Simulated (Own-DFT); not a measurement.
# A change of arrangement and its cost: Ga48P48, 96 atoms

All numbers below are calculated, not measured. The program, named Own-DFT, is a retired in-house plane-wave density functional code that no person has reviewed. Each row is one single-point run on a periodic cell that was not relaxed, without spin or spin-orbit coupling.

Settings of every run: PBE; PseudoDojo norm-conserving scalar-relativistic files; cutoff 42 hartree; 2 x 3 x 3 k mesh centred on Gamma; Fermi-Dirac smearing of 0.1 eV.

Known limits, some of them of some rows only: not probed for a lower state with spin; forces on such cells failed a check on a denser k mesh; forces on such cells passed a denser k mesh, each cell not checked; stress not checked against mesh or cutoff.

All cells hold the same atoms in the same cell, with vectors in Å (16.352, 0.000, 0.000); (0.000, 10.901, 0.000); (0.000, 0.000, 10.901). Every atom was moved at random from its ideal site; u is the rms move along one axis. The defect's site can differ from row to row. E is the free energy of the cell above the lowest run. The arrangements:

- A: zincblende GaP
- B: zincblende GaP, with one Ga on a P site and one P on a Ga site, 2.4 Å apart

| arrangement | u (Å) | E (eV) | P (GPa) |
|---|---|---|---|
| A | 0.0198 | 0.000 | 2.71 |
| A | 0.0198 | 0.033 | 2.72 |
| A | 0.0199 | 0.037 | 2.72 |
| A | 0.0474 | 2.831 | 3.13 |
| A | 0.0478 | 3.534 | 3.25 |
| A | 0.0509 | 3.453 | 3.19 |
| B | 0.0292 | 3.848 | 2.92 |
| B | 0.0304 | 4.111 | 2.97 |
| B | 0.0308 | 3.996 | 2.94 |
| B | 0.0483 | 6.209 | 3.30 |
| B | 0.0507 | 6.734 | 3.36 |
| B | 0.0516 | 6.846 | 3.40 |

Question: once the cost of the random moves is taken out, how do the arrangements rank?

## Worked answer

Fit E = a + b u², with one b for all and one a for each arrangement, and with residuals divided by u², since the noise grows with the moves. Then b = 1633 eV/Å², the scatter at u = 0.04 Å is 0.14 eV, and against A:

- B: 3.11 ± 0.06 eV (higher)

These are energies of unrelaxed cells. Relaxing the atoms lowers the strained arrangements most, so the gaps would shrink and small ones could change sign.
